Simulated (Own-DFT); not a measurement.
# Response to strain: wurtzite GaN, 96 atoms (Ga48N48)

These are calculations, not measurements. The program, named Own-DFT, is a retired in-house plane-wave density functional code that no person has reviewed. Each row is one single-point run on a periodic cell that was not relaxed, without spin or spin-orbit coupling.

Settings of every run: PBE; PseudoDojo norm-conserving scalar-relativistic files (stringent for Ga); cutoff 96 hartree; 3 x 4 x 3 k mesh centred on Gamma; Gaussian smearing of 0.01 eV.

Known limits: forces on such cells passed a denser k mesh, each cell not checked; stress not checked against mesh or cutoff.

Unstrained cell vectors in Å: (12.756, 0.000, 0.000); (-4.783, 8.285, 0.000); (0.000, 0.000, 10.370). The unstrained cell has measured lattice constants (interpolated for alloys), not those of this functional. That, the random moves and any unrelaxed bonds set the pressure at no strain. Each run strains this cell uniformly, with the atoms carried along. Every atom was also moved at random, by a Gaussian of width 0.05 Å on each axis. Strain is the symmetric tensor, in per cent. Stress is positive in tension, and the pressure is minus a third of its trace.

```
run  e_xx (%)  e_yy (%)  e_zz (%)  e_yz (%)  e_xz (%)  e_xy (%)  s_xx (GPa)  s_yy (GPa)  s_zz (GPa)  s_yz (GPa)  s_xz (GPa)  s_xy (GPa)  P (GPa)  E (meV/atom)
  1      1.52     -0.02     -0.71     -0.14     -0.61      1.40       -0.31       -6.79      -10.63       -0.15       -0.98        4.52     5.91          19.1
  2      0.60     -1.46     -1.12      1.61     -1.43      1.55       -7.34      -12.90      -14.05        2.96       -3.26        5.81    11.43          36.9
  3      1.59     -1.05      1.86     -1.05      0.47      1.25        0.65      -12.65        1.38       -2.03        1.19        3.77     3.54          27.7
  4     -1.68     -0.32     -1.11     -1.82     -1.99      0.26      -14.18      -11.25      -16.73       -3.75       -4.08        1.21    14.05          51.6
  5      1.34      1.45     -0.14     -1.92      1.24      1.00        0.01       -0.40       -6.45       -4.35        2.69        3.48     2.28           7.4
  6     -1.02      1.11     -1.41     -1.18      1.43     -0.30      -11.14       -3.82      -15.39       -2.97        2.87        0.00    10.11          35.6
  7     -1.83     -1.54      0.11     -0.96      1.76      1.28      -17.86      -16.94       -8.87       -1.68        3.53        3.91    14.56          51.2
  8      1.99     -0.70     -0.45     -1.11      0.69      1.08       -0.82       -8.85       -8.13       -2.83        1.78        3.21     5.94          20.3
  9     -0.92      1.51     -1.79     -0.57     -0.33     -1.54      -12.44       -4.01      -14.17       -1.47       -0.78       -3.88    10.21          40.3
 10      1.41      1.78      1.57     -0.99     -1.67     -0.92        0.18        2.97        1.23       -1.71       -3.11       -3.16    -1.46           4.5
 11      0.94     -1.97     -1.37      1.12     -0.33     -0.24       -6.95      -16.44      -14.87        2.47       -0.61       -0.89    12.75          48.6
 12     -0.42      1.85      0.76     -1.30     -0.69      0.54       -6.40       -0.13       -2.12       -2.75       -1.35        1.16     2.88           1.8
 13     -0.31      0.88      0.98      0.75      1.17     -1.04       -7.38       -3.04       -1.94        1.67        2.57       -3.33     4.12           4.8
 14      0.63     -1.72      1.52      0.83     -1.05      1.90       -6.04      -13.20       -2.07        1.44       -2.27        5.90     7.10          36.2
 15     -1.91      0.86      0.42     -0.23      1.47      0.31      -12.97       -4.96       -7.32       -0.68        3.67        1.02     8.42          18.8
 16      0.19      1.68      0.68     -0.54     -1.46     -0.49       -4.16        1.44       -3.94       -1.31       -2.93       -2.30     2.22           0.0
 17     -1.88     -1.43      1.97     -0.22      1.12      1.78           ?           ?           ?           ?           ?           ?        ?             ?
```

E is the free energy for each atom above the lowest run shown.

## Worked fit

Each stress component was fitted by least squares to a constant and the strains of the runs shown, as fractions, with shears doubled. Shear strains stay in the fit of a normal stress only where such slopes are resolved. The slopes, in GPa:

| stress | at no strain | per e_xx | per e_yy | per e_zz | scatter |
|---|---|---|---|---|---|
| s_xx | -7.4 | 414 ± 22 | 106 ± 20 | 75 ± 24 | 1.05 |
| s_yy | -7.7 | 93 ± 23 | 452 ± 21 | 41 ± 25 | 1.11 |
| s_zz | -7.9 | 81 ± 22 | 78 ± 20 | 469 ± 25 | 1.08 |

Each shear stress against twice its own strain: yz 100 ± 4, xz 106 ± 3, xy 161 ± 8 GPa. These are stiffnesses along x, y and z of the frame in which the cell vectors are given, which need not be the crystal's axes. The atoms are held to the strained lattice; where symmetry lets them move under strain, relaxing them would lower some slopes. The table should be nearly symmetric about its diagonal, and what it lacks of that shows the noise. A ninth of its sum, 201 ± 4 GPa, estimates the bulk modulus near the mean pressure of these runs, 7.1 GPa, so it lies above the value at zero pressure.

## Withheld run

Question: what normal stresses and pressure should run 17 give?

The fit gives s_xx = -15.2, s_yy = -15.1, s_zz = -1.3 and P = 10.6 GPa. The calculation gave -15.97, -13.73, -1.54 and P = 10.41 GPa.
